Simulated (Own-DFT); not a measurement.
Simulation results for SiGe (layered order of Si and Ge on the diamond lattice, atoms displaced)

All values are calculated (Own-DFT development build). A calculation, not a measurement: plane-wave density functional theory by an unreviewed code, no spin, of a simulated periodic cell, stress positive in tension, run twice, with PBE and with PBEsol, both on files made for PBE, so the change isn't that of files made for PBEsol, forces on such cells passed a denser k mesh, this cell's mesh not checked; the far tail of each file's local potential was reset to the Coulomb form; each entry is a single point on an unrelaxed cell, so the pressure reflects the starting lattice, mostly measured values (interpolated for alloys), from which strain is counted, and rises with the displacements; printed positions are rounded, which can move forces by about a meV/angstrom; the program, named Own-DFT, is a retired in-house code; no spin-orbit coupling; stress was not checked against mesh or cutoff.

Settings shared by all entries: functional PBE, then PBEsol; potential files PseudoDojo norm-conserving, scalar-relativistic, standard set; wave cutoff 42 hartree; occupations Fermi-Dirac; smearing width 0.1 eV; k mesh 3 x 3 x 3 centred on Gamma.

(1) 
```xyz
64
Lattice="11.0890 0.0000 0.0000 0.0000 11.0890 0.0000 0.0000 0.0000 11.0890" Properties=species:S:1:pos:R:3:PBE_force_x:R:1:PBE_force_y:R:1:PBE_force_z:R:1:PBEsol_force_x:R:1:PBEsol_force_y:R:1:PBEsol_force_z:R:1 formula=SiGe PBE_pressure=2.92 PBE_stress_xx=-2.91 PBE_stress_yy=-2.93 PBE_stress_zz=-2.9 PBE_stress_yz=0.21 PBE_stress_xz=-0.08 PBE_stress_xy=0.04 PBEsol_pressure=0.63 PBEsol_stress_xx=-0.62 PBEsol_stress_yy=-0.64 PBEsol_stress_zz=-0.62 PBEsol_stress_yz=0.21 PBEsol_stress_xz=-0.09 PBEsol_stress_xy=0.04 rms_change_of_force_components_from_PBE_to_PBEsol=0.043
Ge    11.0858     0.0067     0.0292      0.362     -0.233     -0.887      0.354      -0.23     -0.782
Ge    11.0532     2.7633     2.7705      0.789       0.14     -0.226       0.76      0.132     -0.226
Ge     2.7873    11.0685     2.8081      0.319      0.909     -0.328      0.306      0.876     -0.325
Ge     2.7440     2.8043     0.0313      0.464     -0.054      -0.94      0.449     -0.059     -0.832
Ge     1.4133     1.3852     1.3651     -0.281     -0.093       0.73     -0.277     -0.087      0.711
Ge     1.4300     4.1429     4.1451     -0.916      0.218      0.619      -0.89       0.22      0.522
Ge     4.1940     1.4124     4.2023     -0.532     -0.625       0.49      -0.51     -0.602      0.389
Ge     4.1736     4.1922     1.3818      0.044     -0.285      0.027      0.037     -0.279      0.036
Si     0.0071    11.0886     5.5255      -0.12      0.726      0.509     -0.112      0.716        0.4
Si    11.0777     2.7637     8.3249       0.18      0.183     -0.281      0.175      0.184     -0.273
Si     2.7831    11.0848     8.3182      -0.41     -0.295     -0.442     -0.412     -0.297      -0.44
Si     2.7636     2.7745     5.5161      0.244     -0.013      0.875      0.241     -0.008       0.76
Si     1.3952     1.4160     6.9002      -0.09     -0.306      0.284     -0.089     -0.302      0.278
Si     1.3957     4.1573     9.7020     -0.271      0.034      -0.72     -0.266      0.032     -0.613
Si     4.0917     1.3605     9.6902      0.668      0.559     -0.096      0.664      0.559     -0.002
Si     4.1626     4.1488     6.8973      0.106      0.029      0.126      0.107      0.025      0.113
Ge    11.0877     5.5679    11.0529      0.103     -0.301      0.009      0.106     -0.292      0.089
Ge    11.0614     8.3098     2.8022      0.574      0.146     -0.333      0.553       0.14     -0.333
Ge     2.7804     5.5391     2.7763       0.09      0.102     -0.014      0.088      0.097      -0.02
Ge     2.8051     8.3323    11.0747     -0.241      0.056      0.096     -0.236      0.053      0.174
Ge     1.4061     6.9174     1.4016     -0.234      0.419     -0.204     -0.226      0.403     -0.193
Ge     1.3815     9.7745     4.1388     -0.144     -1.177      0.941     -0.128     -1.144      0.832
Ge     4.1574     6.9154     4.1729      0.166      0.374      0.028      0.157      0.357     -0.056
Ge     4.1925     9.7355     1.4277     -0.422       -0.1     -0.733     -0.403     -0.102     -0.702
Si    11.0789     5.5457     5.5993       0.53      0.025     -0.459      0.524      0.034     -0.546
Si    11.0424     8.3454     8.3184      0.984     -0.499     -0.009      0.974       -0.5     -0.006
Si     2.7820     5.5132     8.2944      0.102     -0.075      0.274      0.106     -0.078      0.276
Si     2.7909     8.3036     5.5346     -0.347      0.327      0.525     -0.339      0.321      0.424
Si     1.4263     6.8856     6.9331     -0.487        0.7       0.18     -0.478      0.698      0.177
Si     1.3844     9.6829     9.7034     -0.112      0.298     -0.535     -0.108      0.291     -0.434
Si     4.1189     6.8815     9.7514      0.373      0.269     -1.184      0.368      0.267      -1.07
Si     4.1883     9.6619     6.9541     -0.311      0.535     -0.327     -0.307      0.531     -0.334
Ge     5.5616     0.0275     0.0198     -0.324      0.015     -0.755     -0.313      0.015     -0.645
Ge     5.5002     2.7476     2.7859      0.529      0.431     -0.375      0.514      0.419     -0.362
Ge     8.3198     0.0437     2.7452      0.065     -1.246     -0.001      0.055     -1.195     -0.007
Ge     8.2881     2.7722    11.0320      0.375     -0.377      0.224      0.368      -0.37      0.304
Ge     6.9427     1.3725     1.4166     -0.242      0.788     -0.505     -0.235      0.755     -0.486
Ge     6.8729     4.1844     4.1665      0.672     -0.453      0.287      0.656     -0.446      0.201
Ge     9.6670     1.4006     4.0983      0.342     -0.172      1.429      0.334     -0.169        1.3
Ge     9.6816     4.1415     1.3857     -0.043      0.353     -0.441     -0.042      0.341      -0.42
Si     5.5731     0.0112     5.5554     -0.281     -0.063      0.872      -0.28     -0.065      0.763
Si     5.5542     2.8029     8.3430     -0.551     -0.594     -0.353      -0.55      -0.59     -0.341
Si     8.2909     0.0070     8.3229      0.451      0.053      0.023      0.442      0.052      0.028
Si     8.3570     2.7875     5.5469     -0.749      -0.11      0.043     -0.743     -0.119     -0.055
Si     6.9418     1.4058     6.9386       0.08      0.154      0.043      0.078       0.16      0.036
Si     6.9139     4.1165     9.7163      0.218      0.739     -0.938      0.226      0.732     -0.822
Si     9.7338     1.3736     9.7136     -0.444     -0.009     -0.691     -0.438     -0.017     -0.584
Si     9.7143     4.1514     6.8597      -0.05     -0.046      1.089     -0.049     -0.048      1.074
Ge     5.5765     5.5450    11.0731     -0.176     -0.159     -0.465     -0.173     -0.152     -0.365
Ge     5.5444     8.3300     2.7227      0.022     -0.426      0.732      0.019     -0.403      0.701
Ge     8.3114     5.5656     2.7763     -0.225     -0.314     -0.106     -0.218     -0.302      -0.11
Ge     8.3247     8.2917    11.0409     -0.261      0.261     -0.253     -0.255      0.258      -0.16
Ge     6.9262     6.9402     1.3590      0.312      0.028      0.128      0.302      0.027      0.129
Ge     6.8878     9.7349     4.1467      0.717     -0.235      0.338      0.699     -0.233      0.245
Ge     9.6929     6.9323     4.1574      0.313     -0.409      0.709      0.307     -0.398      0.601
Ge     9.7127     9.6621     1.3393     -0.346      0.264      0.553     -0.331       0.26      0.542
Si     5.5364     5.5509     5.5146      -0.12      0.067      1.061      -0.12      0.066      0.944
Si     5.5143     8.3266     8.3368      0.408     -0.549      0.316      0.405     -0.549      0.329
Si     8.3148     5.5260     8.2934      0.037      0.033      0.132      0.039      0.029      0.139
Si     8.3603     8.3165     5.4879     -0.517      0.592      1.346     -0.501      0.581      1.239
Si     6.9124     6.9195     6.9124      0.237      0.363      0.057      0.234      0.364      0.049
Si     6.9356     9.7228     9.7273     -0.208     -0.208     -0.779     -0.206     -0.208      -0.67
Si     9.7237     6.9604     9.7135     -0.315     -0.479     -1.143     -0.315     -0.477     -1.025
Si     9.7858     9.7579     6.9662     -1.108     -0.284      -0.57     -1.098     -0.275     -0.567
```

Units: PBE_pressure, PBE_stress_xx, PBE_stress_yy, PBE_stress_zz, PBE_stress_yz, PBE_stress_xz, PBE_stress_xy, PBEsol_pressure, PBEsol_stress_xx, PBEsol_stress_yy, PBEsol_stress_zz, PBEsol_stress_yz, PBEsol_stress_xz, PBEsol_stress_xy in GPa; rms_change_of_force_components_from_PBE_to_PBEsol, PBE_force_x, PBE_force_y, PBE_force_z, PBEsol_force_x, PBEsol_force_y, PBEsol_force_z in eV/Å.

(2) 
```xyz
64
Lattice="11.0890 0.0000 0.0000 0.0000 11.0890 0.0000 0.0000 0.0000 11.0890" Properties=species:S:1:pos:R:3:PBE_force_x:R:1:PBE_force_y:R:1:PBE_force_z:R:1:PBEsol_force_x:R:1:PBEsol_force_y:R:1:PBEsol_force_z:R:1 formula=SiGe PBE_pressure=2.92 PBE_stress_xx=-2.92 PBE_stress_yy=-2.91 PBE_stress_zz=-2.95 PBE_stress_yz=-0.05 PBE_stress_xz=0.17 PBE_stress_xy=0.5 PBEsol_pressure=0.64 PBEsol_stress_xx=-0.63 PBEsol_stress_yy=-0.62 PBEsol_stress_zz=-0.66 PBEsol_stress_yz=-0.05 PBEsol_stress_xz=0.16 PBEsol_stress_xy=0.48 rms_change_of_force_components_from_PBE_to_PBEsol=0.043
Ge     0.0210    11.0637     0.0464     -0.088      0.307     -0.692     -0.088      0.301     -0.588
Ge     0.0224     2.7805     2.7632      -0.35      0.137      0.652     -0.339      0.128      0.625
Ge     2.7854    11.0249     2.8008      -0.15      1.055       -0.4     -0.148      1.023     -0.393
Ge     2.7879     2.8177     0.0144     -0.311     -0.506       -0.7     -0.296     -0.488     -0.599
Ge     1.3530     1.4148     1.4086       1.05     -0.532     -0.164      1.009     -0.515     -0.152
Ge     1.3699     4.1629     4.1911      0.266     -0.019      0.297      0.259     -0.021        0.2
Ge     4.1856     1.3867     4.1388     -0.598     -0.402      1.037     -0.577     -0.386      0.926
Ge     4.1818     4.1446     1.3932      0.078      0.789     -0.349      0.066       0.76     -0.326
Si    11.0849    11.0778     5.5410      0.022      0.007      0.833      0.018      0.005      0.715
Si    11.0641     2.7881     8.3073      0.506      -0.45       0.12      0.504     -0.448      0.118
Si     2.7563     0.0686     8.3483      0.373     -0.705     -0.112      0.374     -0.697     -0.103
Si     2.7902     2.7676     5.5576     -0.071     -0.034      0.456      -0.07     -0.034      0.361
Si     1.3783     1.3454     6.9242     -0.037      0.643      0.022     -0.042      0.636      0.013
Si     1.3671     4.1430     9.7012       0.48      0.413     -0.915       0.48      0.413     -0.807
Si     4.1879     1.4404     9.6987     -0.403     -0.189     -0.316     -0.395     -0.189     -0.209
Si     4.2025     4.1935     6.9056     -0.468     -0.218     -0.021     -0.462     -0.213     -0.027
Ge     0.0521     5.5578     0.0081     -0.474     -0.137     -0.092     -0.456     -0.128     -0.016
Ge     0.0075     8.2965     2.7810       0.11      0.166     -0.025      0.104      0.168      -0.03
Ge     2.7667     5.5187     2.7560      0.395      0.012      0.735       0.38      0.015      0.704
Ge     2.8178     8.3116    11.0602     -0.326      0.089     -0.349     -0.317      0.092     -0.253
Ge     1.4424     6.9505     1.4275     -0.191       0.03     -0.575     -0.186      0.022     -0.552
Ge     1.3539     9.7433     4.1464      0.313     -0.931      1.108      0.315     -0.908      0.992
Ge     4.1524     6.9440     4.2102      0.053     -0.494      0.011      0.059     -0.483      -0.07
Ge     4.1549     9.7229     1.3701       0.41     -0.537      0.007      0.394     -0.524       0.01
Si    11.0719     5.5769     5.5028     -0.085     -0.312       1.32     -0.088     -0.308       1.21
Si    11.0472     8.2690     8.3522       0.89      1.145     -0.513      0.885       1.14     -0.512
Si     2.7898     5.5868     8.2390      0.075     -0.786      1.013      0.079     -0.779      1.007
Si     2.8075     8.3104     5.5894     -0.838      0.383      0.148     -0.824      0.365       0.05
Si     1.3979     6.9263     6.9642     -0.468      0.323     -0.604     -0.472      0.322     -0.604
Si     1.3885     9.7286     9.7395      0.072     -0.406     -0.953      0.066     -0.402     -0.848
Si     4.1795     6.8856     9.7289     -0.258      0.388     -1.058     -0.252      0.376     -0.941
Si     4.1705     9.6890     6.9154     -0.039      0.367      0.623     -0.037      0.368      0.619
Ge     5.5479     0.0196    11.0809     -0.148     -0.026     -0.637     -0.146     -0.024     -0.532
Ge     5.4965     2.7691     2.7793      0.295      0.016     -0.108      0.289      0.011     -0.112
Ge     8.3452    11.0741     2.7726     -0.032      0.244      0.027     -0.036      0.231      0.027
Ge     8.3487     2.7600    11.0737     -0.865     -0.192     -0.384     -0.837     -0.176     -0.292
Ge     6.8692     1.3794     1.4345      1.011       0.12     -0.456      0.977      0.114     -0.439
Ge     6.9049     4.1093     4.1355      0.213      0.159      1.161      0.203      0.158      1.043
Ge     9.7444     1.3798     4.1843      -0.27      0.026       0.11     -0.263      0.025      0.026
Ge     9.6741     4.1164     1.4176       0.33      0.794       -0.4      0.319      0.762     -0.382
Si     5.5514    11.0764     5.5361      0.004      0.268      0.742      0.009      0.266      0.633
Si     5.5152     2.7831     8.2857       0.15      0.201      0.193      0.145      0.199      0.189
Si     8.3633     0.0152     8.3305     -0.526      0.299      0.284      -0.52      0.302       0.29
Si     8.3325     2.7301     5.5492     -0.313      0.218      0.481     -0.304      0.208      0.375
Si     6.9070     1.4084     6.9611      0.331     -0.462     -0.285      0.326     -0.458     -0.282
Si     6.8758     4.1435     9.6904       0.73      0.262     -0.493       0.72      0.266     -0.396
Si     9.7643     1.3947     9.7308     -0.239     -0.304     -0.584     -0.233     -0.302     -0.476
Si     9.6766     4.1060     6.9658      0.032      0.819     -0.697      0.031      0.812     -0.695
Ge     5.5880     5.6072     0.0045       0.06     -0.703      0.032      0.062     -0.688      0.112
Ge     5.5607     8.2503     2.7455     -0.474      1.059       0.62     -0.452      1.026      0.598
Ge     8.2529     5.5205     2.7743      1.251     -0.242      0.766      1.203     -0.233      0.727
Ge     8.2757     8.3230    11.0678      0.452      0.045     -0.468      0.445       0.04      -0.37
Ge     6.9970     6.9347     1.4677     -0.395       0.11     -1.308     -0.393      0.104     -1.262
Ge     6.9344     9.7261     4.1603      -0.15     -0.424      0.199     -0.136     -0.411      0.114
Ge     9.6866     6.9945     4.1824     -0.415     -0.671      0.204     -0.393     -0.646      0.119
Ge     9.7273     9.6694     1.3875     -0.452     -0.021     -0.123     -0.435     -0.013     -0.111
Si     5.5792     5.5485     5.5596     -0.066     -0.087      0.089     -0.063     -0.085     -0.014
Si     5.5569     8.2855     8.3364     -0.392      0.166     -0.127     -0.393       0.16     -0.121
Si     8.3100     5.5698     8.2755      0.232      -0.42      0.813      0.234     -0.412      0.814
Si     8.3030     8.3541     5.5499     -0.181     -0.024      1.008     -0.181     -0.024        0.9
Si     6.9079     6.9030     6.9628      0.419      0.534     -0.475      0.411      0.533     -0.476
Si     6.8948     9.7099     9.6785      0.412      0.116     -0.422      0.406      0.121     -0.323
Si     9.7643     6.9668     9.7042     -1.094     -0.852      -0.01     -1.091     -0.857      0.094
Si     9.6987     9.7424     6.9659      0.151     -0.624     -0.298      0.154     -0.619     -0.299
```

Units: PBE_pressure, PBE_stress_xx, PBE_stress_yy, PBE_stress_zz, PBE_stress_yz, PBE_stress_xz, PBE_stress_xy, PBEsol_pressure, PBEsol_stress_xx, PBEsol_stress_yy, PBEsol_stress_zz, PBEsol_stress_yz, PBEsol_stress_xz, PBEsol_stress_xy in GPa; rms_change_of_force_components_from_PBE_to_PBEsol, PBE_force_x, PBE_force_y, PBE_force_z, PBEsol_force_x, PBEsol_force_y, PBEsol_force_z in eV/Å.
